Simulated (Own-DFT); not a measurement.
# Strain and stress in 6H (3C twinned every three layers) SiC, 108 atoms (C54Si54)

These are calculations, not measurements. They come from Own-DFT, an in-house plane-wave density functional program, since retired, whose code no person has reviewed. Each row is one single-point run on a periodic cell that was not relaxed, without spin or spin-orbit coupling.

Settings of every run: PBE; PseudoDojo norm-conserving scalar-relativistic files; cutoff 42 hartree; 4 x 4 x 2 k mesh centred on Gamma; Fermi-Dirac smearing of 0.1 eV.

Known limits: forces on such cells passed a denser k mesh, each cell not checked; stress not checked against mesh or cutoff.

Unstrained cell vectors in Å: (6.539, -6.539, 0.000); (0.000, 6.539, -6.539); (8.719, 8.719, 8.719). The unstrained cell has measured lattice constants (interpolated for alloys), not those of this functional. That, the random moves and any unrelaxed bonds set the pressure at no strain. Each run strains this cell uniformly, with the atoms carried along. Every atom was also moved at random, by a Gaussian of width 0.05 Å on each axis. Strain is the symmetric tensor, in per cent. Stress is positive in tension, and the pressure is minus a third of its trace.

| run | e_xx (%) | e_yy (%) | e_zz (%) | e_yz (%) | e_xz (%) | e_xy (%) | s_xx (GPa) | s_yy (GPa) | s_zz (GPa) | s_yz (GPa) | s_xz (GPa) | s_xy (GPa) | P (GPa) | E (meV/atom) |
|---|---|---|---|---|---|---|---|---|---|---|---|---|---|---|
| 1 | 0.21 | -0.97 | -1.56 | 1.91 | 1.34 | 1.70 | -6.96 | -13.10 | -17.03 | 11.20 | 8.87 | 9.37 | 12.36 | 56.2 |
| 2 | -1.80 | -0.31 | 0.30 | 0.31 | -0.17 | -0.19 | -12.30 | -9.30 | -6.93 | 0.88 | -0.19 | 0.00 | 9.51 | 29.2 |
| 3 | 0.68 | -1.43 | 1.61 | 0.53 | 0.11 | -0.81 | -0.86 | -11.13 | 1.46 | 2.20 | 0.78 | -3.53 | 3.51 | 15.0 |
| 4 | 0.13 | 0.88 | -1.25 | -0.17 | -0.19 | -0.60 | -5.39 | -2.40 | -9.20 | -1.42 | -0.78 | -3.99 | 5.66 | 0.0 |
| 5 | -1.76 | -1.32 | -0.21 | 1.66 | -0.60 | 1.49 | -15.41 | -16.07 | -8.58 | 6.45 | -1.49 | 7.00 | 13.35 | 40.9 |
| 6 | -0.83 | -1.87 | 1.36 | 0.94 | 0.81 | -1.71 | -9.89 | -13.90 | -2.76 | 5.18 | 3.21 | -6.90 | 8.85 | 35.1 |
| 7 | -1.68 | 0.04 | -0.58 | -0.82 | -0.52 | 1.25 | -14.16 | -8.87 | -9.29 | -3.37 | -2.94 | 5.06 | 10.78 | 33.8 |
| 8 | -1.01 | 0.68 | 1.29 | 1.23 | -0.03 | 1.66 | -8.60 | -3.44 | 0.93 | 5.43 | 0.72 | 8.77 | 3.70 | 20.2 |
| 9 | -1.61 | -0.18 | -0.61 | -0.77 | -1.83 | 1.83 | -15.66 | -8.91 | -7.92 | -5.40 | -8.53 | 7.19 | 10.83 | 17.6 |
| 10 | -1.21 | 1.24 | -1.22 | -0.05 | -1.59 | -0.93 | -10.73 | -2.85 | -12.12 | -4.80 | -9.15 | -7.54 | 8.56 | 28.7 |
| 11 | -0.36 | 1.00 | -1.55 | 0.49 | -0.79 | 0.00 | -7.45 | -1.60 | -14.70 | 2.34 | -3.20 | -0.64 | 7.91 | 27.8 |
| 12 | 1.91 | -0.56 | -0.97 | -0.57 | -1.06 | -1.31 | 1.66 | -6.58 | -10.54 | -4.88 | -6.45 | -7.71 | 5.15 | 35.4 |
| 13 | -1.30 | -0.87 | -0.84 | 0.44 | -1.22 | 1.67 | -13.66 | -13.57 | -11.01 | 3.05 | -4.93 | 7.31 | 12.75 | 35.0 |
| 14 | -1.95 | -1.64 | 1.91 | -0.93 | 1.66 | -0.05 | -15.19 | -13.14 | -0.08 | -3.65 | 5.59 | 0.32 | 9.47 | 36.2 |
| 15 | 0.44 | -0.66 | -1.56 | 1.29 | 0.38 | -1.18 | -4.88 | -10.08 | -14.29 | 5.99 | 1.69 | -4.93 | 9.75 | 37.2 |
| 16 | 1.13 | 1.12 | -0.29 | 1.26 | 0.24 | 1.94 | 0.50 | -0.11 | -4.17 | 5.54 | 2.59 | 8.89 | 1.26 | 11.0 |
| 17 | 0.70 | -1.57 | 1.80 | 0.91 | 0.14 | -0.79 | ? | ? | ? | ? | ? | ? | ? | ? |

E is the free energy for each atom above the lowest run shown.

## Worked fit

Each stress component was fitted by least squares to a constant and the strains of the runs shown, as fractions, with shears doubled. Shear strains stay in the fit of a normal stress only where such slopes are resolved. The slopes, in GPa:

```
stress,at no strain,per e_xx,per e_yy,per e_zz,scatter
s_xx,-5.4,485 ± 20,99 ± 25,105 ± 22,0.87
s_yy,-6.0,125 ± 22,491 ± 27,106 ± 24,0.96
s_zz,-5.8,58 ± 32,140 ± 40,515 ± 35,1.41
```

Each shear stress against twice its own strain: yz 230 ± 19, xz 234 ± 11, xy 241 ± 8 GPa. These are stiffnesses along x, y and z of the frame in which the cell vectors are given, which need not be the crystal's axes. The atoms are held to the strained lattice; where symmetry lets them move under strain, relaxing them would lower some slopes. The table should be nearly symmetric about its diagonal, and what it lacks of that shows the noise. A ninth of its sum, 236 ± 7 GPa, estimates the bulk modulus near the mean pressure of these runs, 8.3 GPa, so it lies above the value at zero pressure.

## Withheld run

Question: what normal stresses and pressure should run 17 give?

The fit gives s_xx = -1.6, s_yy = -10.9, s_zz = 1.7 and P = 3.6 GPa. The calculation gave -0.58, -9.03, 1.01 and P = 2.87 GPa.
